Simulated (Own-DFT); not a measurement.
# What a defect does to the pressure of its cell: 2H SiC

Calculated, not measured: single-point runs of Own-DFT, a retired in-house plane-wave DFT program that no person has reviewed, on unrelaxed cells, without spin or spin-orbit coupling.

Settings: PBE; PseudoDojo norm-conserving scalar-relativistic files; cutoff 42 hartree; 4 x 4 x 3 k mesh centred on Gamma; Fermi-Dirac smearing of 0.1 eV.

Keep in mind (not all hold for every row): some atoms lie very close together; not probed for a lower state with spin; forces on such cells passed a denser k mesh, each cell not checked; stress not checked against mesh or cutoff.

All runs share one cell, with vectors in Å (9.248, 0.000, 0.000); (-4.624, 8.009, 0.000); (0.000, 0.000, 10.068) and a volume of 745.7 Å³. Atoms were moved at random from their sites; u is the rms move along one axis. The defect's site can differ from row to row.

```
cell,formula,u (Å),P (GPa)
no defect,C36Si36,0.0298,3.90
no defect,C36Si36,0.0589,6.33
no defect,C36Si36,0.0609,6.71
two Al on a Si site each,Al2C36Si34,0.0287,5.86
two Al on a Si site each,Al2C36Si34,0.0314,5.94
two Al on a Si site each,Al2C36Si34,0.0517,8.01
one Al on a Si site and one N on a C site,AlC35NSi35,0.0291,4.10
one Al on a Si site and one N on a C site,AlC35NSi35,0.0297,4.04
one Al on a Si site and one N on a C site,AlC35NSi35,0.0502,5.37
one C on a Si site and one Si on a C site,C36Si36,0.0320,7.79
one C on a Si site and one Si on a C site,C36Si36,0.0322,7.47
one C on a Si site and one Si on a C site,C36Si36,0.0525,8.95
one C on a Si site and one Si on a C site,C36Si36,0.0533,?
two N on a C site each,C34N2Si36,0.0314,3.03
two N on a C site each,C34N2Si36,0.0465,4.11
two N on a C site each,C34N2Si36,0.0483,4.15
```

## Fit

P = P0 + c u² + a shift for each defect gives P0 = 3.13 GPa, c = 937 ± 56 GPa/Å² and a scatter of 0.19 GPa. The shifts, and each times the cell's volume:

- one C on a Si site and one Si on a C site: 3.43 ± 0.17 GPa, 16.0 eV
- two Al on a Si site each: 2.07 ± 0.17 GPa, 9.7 eV (4.8 eV for each of its 2 sites)
- one Al on a Si site and one N on a C site: 0.05 ± 0.17 GPa, 0.2 eV (not resolved)
- two N on a C site each: -1.07 ± 0.16 GPa, -5.0 eV (-2.5 eV for each of its 2 sites)

Against the defect-free cell, a freed cell would be larger where the shift is positive and smaller where it is negative (160.2 GPa Å³ is 1 eV). The atoms around the defects weren't relaxed, which would change these numbers.

## Check

Q: what pressure belongs in the blank (one C on a Si site and one Si on a C site, u = 0.0533 Å)?

Estimate: 9.22 ± 0.23 GPa. DFT gave 9.47 GPa.
